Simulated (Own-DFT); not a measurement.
# Same atoms, different arrangement: As32Ga32, 64 atoms

Calculated results; nothing here was measured. The program, named Own-DFT, is a retired in-house plane-wave density functional code that no person has reviewed. Each row is one single-point run on a periodic cell that was not relaxed, without spin or spin-orbit coupling.

Settings of every run: PBE; PseudoDojo norm-conserving scalar-relativistic files; cutoff 42 hartree; 3 x 3 x 3 k mesh centred on Gamma; Fermi-Dirac smearing of 0.1 eV.

Known limits, some of them of some rows only: not probed for a lower state with spin; forces on such cells failed a check on a denser k mesh; forces not confirmed at this smearing and k mesh; stress not checked against mesh or cutoff.

All cells hold the same atoms in the same cell, with vectors in Å (11.307, 0.000, 0.000); (0.000, 11.307, 0.000); (0.000, 0.000, 11.307). Every atom was moved at random from its ideal site; u is the rms move along one axis. The defect's site can differ from row to row. E is the free energy of the cell above the lowest run. The arrangements:

- A: zincblende GaAs
- B: zincblende GaAs, with one As on a Ga site and one Ga on an As site, 2.4 Å apart

```
arrangement,u (Å),E (eV),P (GPa)
A,0.0184,0.000,3.50
A,0.0202,0.082,3.52
A,0.0212,0.125,3.53
A,0.0474,1.729,3.86
A,0.0495,2.351,4.02
A,0.0499,2.167,3.94
B,0.0290,3.144,3.93
B,0.0293,3.047,3.91
B,0.0310,3.171,3.97
B,0.0471,4.652,4.28
B,0.0481,4.427,4.22
B,0.0534,4.766,4.34
```

Question: once the cost of the random moves is taken out, how do the arrangements rank?

## Worked answer

Fit E = a + b u², with one b for all and one a for each arrangement, and with residuals divided by u², since the noise grows with the moves. Then b = 988 eV/Å², the scatter at u = 0.04 Å is 0.12 eV, and against A:

- B: 2.57 ± 0.05 eV (higher)

These are energies of unrelaxed cells. Relaxing the atoms lowers the strained arrangements most, so the gaps would shrink and small ones could change sign.
